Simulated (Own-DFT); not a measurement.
# A pressure from energies alone: alpha-quartz SiO2, 70 atoms (O46Si24), with two O vacancies

Calculated, not measured. Each geometry was run twice at fixed positions with Own-DFT, a retired in-house plane-wave program that no person has reviewed: with PBE, and with HSE06 (exact exchange share 0.25 at short range, screening 0.11 per bohr, Gygi-Baldereschi treatment of its divergence). Both used PseudoDojo norm-conserving files made for PBE, a cutoff of 48 hartree, the Gamma point alone, fixed occupations, a neutral cell and no spin. One k point on a cell 8.5 Å thick isn't converged, and results move with the size of the cell. The oxygen file's force components were 24 meV/Å off all-electron values in a glass.

Unstrained cell vectors in Å: (9.827, 0.000, 0.000); (-4.913, 8.510, 0.000); (0.000, 0.000, 10.810), volume V0 = 904.1 Å³, from measured lattice constants. Each geometry has its own random strain of a few per cent, its own defect sites and random moves of rms u per axis. HSE06 gave the energy alone. D is its energy less that of PBE, over the lowest D shown. The PBE stress wasn't checked against mesh or cutoff.

```
run  V - V0 (Å³)   u (Å)  P with PBE (GPa)  D (eV)
  1        -13.5  0.0277             10.26   0.477
  2         -9.8  0.0290              8.92   0.601
  3         -1.7  0.0283              7.46   0.767
  4          2.1  0.0290              7.01   0.826
  5        -29.8  0.0286             15.02   0.000
  6          0.8  0.0300              6.88   0.879
  7         -5.0  0.0318              8.65   0.698
  8          7.8  0.0308              6.91   0.835
  9         -3.4  0.0310              7.70   0.802
 10         -1.9  0.0309              8.13   0.715
 11        -16.6  0.0329             10.25   0.534
 12        -11.4  0.0282              9.50   0.512
 13         -4.6  0.0289              8.98   0.650
 14         -1.5  0.0309              6.76       ?
```

## Analysis

D = 0.79 + 0.0228 (V - V0) eV, with an error of 0.0022 on the volume slope and a scatter of 0.08 eV. Pressure is -dE/dV, and 1 eV/Å³ is 160.2 GPa, so HSE06 changes the pressure by -3.7 ± 0.4 GPa. Turning this into a change of volume would need the relaxed stiffness: quartz yields by tilting its tetrahedra, which these fixed-ion runs don't allow.

## The run left out

Question: what D should run 14 give?

The fitted form gives 0.76 eV, with rows scattering by 0.08. The calculation gave 0.902 eV.
